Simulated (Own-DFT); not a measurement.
# Response to strain: beta-Si3N4, 112 atoms (N64Si48)

Everything here is calculated. The program is Own-DFT (plane waves, in-house, since retired, never reviewed by a person); positions were held fixed, and spin and spin-orbit coupling were off.

All runs used: PBE; PseudoDojo norm-conserving scalar-relativistic files; cutoff 42 hartree; 2 x 2 x 4 k mesh centred on Gamma; Fermi-Dirac smearing of 0.1 eV.

Caveats: forces on such cells moved up to 12 meV/angstrom on a denser k mesh; stress not checked against mesh or cutoff.

Unstrained cell vectors in Å: (15.212, 0.000, 0.000); (-7.606, 13.174, 0.000); (0.000, 0.000, 5.818). The unstrained cell has measured lattice constants (interpolated for alloys), not those of this functional. That, the random moves and any unrelaxed bonds set the pressure at no strain. In each run the cell takes a homogeneous strain; fractional positions stay. Each atom got a random Gaussian move of width 0.05 Å along each axis. Stress is counted positive in tension, P = -(s_xx + s_yy + s_zz)/3, and strain components are those of the symmetric tensor.

```
run,e_xx (%),e_yy (%),e_zz (%),e_yz (%),e_xz (%),e_xy (%),s_xx (GPa),s_yy (GPa),s_zz (GPa),s_yz (GPa),s_xz (GPa),s_xy (GPa),P (GPa),E (meV/atom)
1,-1.09,0.67,0.98,-0.57,-0.16,-1.76,-13.14,-4.01,-4.38,-3.23,-1.38,-9.01,7.18,23.1
2,0.16,-1.03,1.58,-0.80,-0.33,-0.84,-8.81,-10.06,0.19,-3.34,0.52,-1.34,6.23,4.6
3,1.26,-0.98,-1.76,-0.53,-1.99,-0.06,-3.33,-13.45,-22.31,-4.00,-5.96,-0.51,13.03,32.3
4,-1.52,0.01,1.58,-0.56,-0.82,-0.81,-11.36,-8.79,-3.83,-2.60,-2.96,-3.85,8.00,22.3
5,1.74,-1.15,1.01,-1.22,1.39,0.21,0.46,-10.44,-2.18,-4.42,4.07,1.16,4.05,4.3
6,-0.21,0.39,0.56,1.06,1.33,-0.33,-8.50,-5.47,-5.94,3.90,2.36,-3.44,6.64,13.9
7,-1.36,-0.93,-0.31,-1.81,-1.30,0.96,-15.78,-15.21,-15.77,-5.73,-4.22,3.65,15.59,40.0
8,-1.21,-1.02,1.27,-0.69,1.08,0.55,-13.37,-14.67,-5.61,-1.79,2.94,1.47,11.22,48.8
9,-0.35,1.07,0.78,0.97,-0.66,-0.56,-7.81,-2.24,-4.14,3.28,-3.00,-1.75,4.73,7.8
10,-1.25,0.23,-0.31,0.95,-0.52,1.49,-16.16,-8.12,-11.01,3.34,-1.97,5.16,11.76,13.9
11,-1.74,-0.68,-1.58,1.00,-0.47,1.43,-18.77,-15.31,-27.33,4.51,-4.98,5.66,20.47,71.3
12,-0.98,-1.36,0.93,-0.54,-1.84,1.50,-14.46,-12.99,-8.21,-2.73,-6.03,5.44,11.89,35.1
13,1.51,0.47,-0.44,-1.03,1.07,1.07,-0.25,-2.79,-12.06,-2.41,3.96,5.21,5.03,19.2
14,1.49,-1.90,-1.09,-1.11,0.01,1.44,-3.27,-17.47,-18.27,-4.83,-0.40,4.46,13.00,50.8
15,0.45,-1.55,0.03,0.75,-1.02,-0.83,-5.69,-13.45,-12.88,0.52,-2.71,-5.36,10.67,15.3
16,1.01,-0.35,0.01,-0.17,-0.64,-1.41,-2.16,-6.99,-11.40,-1.49,-0.44,-5.54,6.85,9.8
17,1.28,-0.37,-0.63,0.12,0.49,0.47,-1.57,-8.83,-11.48,-1.23,0.82,3.00,7.29,0.0
18,-1.61,1.21,1.76,-0.50,-0.28,-1.56,?,?,?,?,?,?,?,?
```

The last column gives the free energy per atom over the lowest of the runs shown.

## Analysis

Regress every stress component on the fractional strains (shears doubled) of the visible runs, with a constant. Shear strains stay in the fit of a normal stress only where such slopes are resolved. The slopes, in GPa:

```
stress,at no strain,per e_xx,per e_yy,per e_zz,scatter
s_xx,-7.9,512 ± 29,90 ± 41,81 ± 34,1.34
s_yy,-7.6,145 ± 22,511 ± 32,122 ± 26,1.04
s_zz,-10.6,165 ± 33,160 ± 47,693 ± 39,1.56
```

The slope of each shear stress on twice its own strain, from a fit on all six strains: yz 161 ± 11, xz 128 ± 13, xy 221 ± 20 GPa. These are stiffnesses along x, y and z of the frame in which the cell vectors are given, with the crystal's c axis along z: C11, C12, C13 and C33. Hexagonal symmetry asks that xx and yy behave alike, which is a second check on the noise. These are clamped-ion slopes: internal relaxation, where symmetry allows it, would soften some. Symmetry asks for nearly equal slopes across the diagonal; the mismatch is a measure of noise. A ninth of the table's sum, 275 ± 8 GPa, estimates the bulk modulus near the mean pressure of these runs, 9.6 GPa, so it lies above the value at zero pressure.

## Withheld run

The question: what normal stresses and pressure should run 18 give?

The fitted form gives s_xx = -13.6, s_yy = -1.6, s_zz = 0.9 and P = 4.8 GPa. The calculation gave -14.31, -2.68, 3.03 and P = 4.65 GPa.
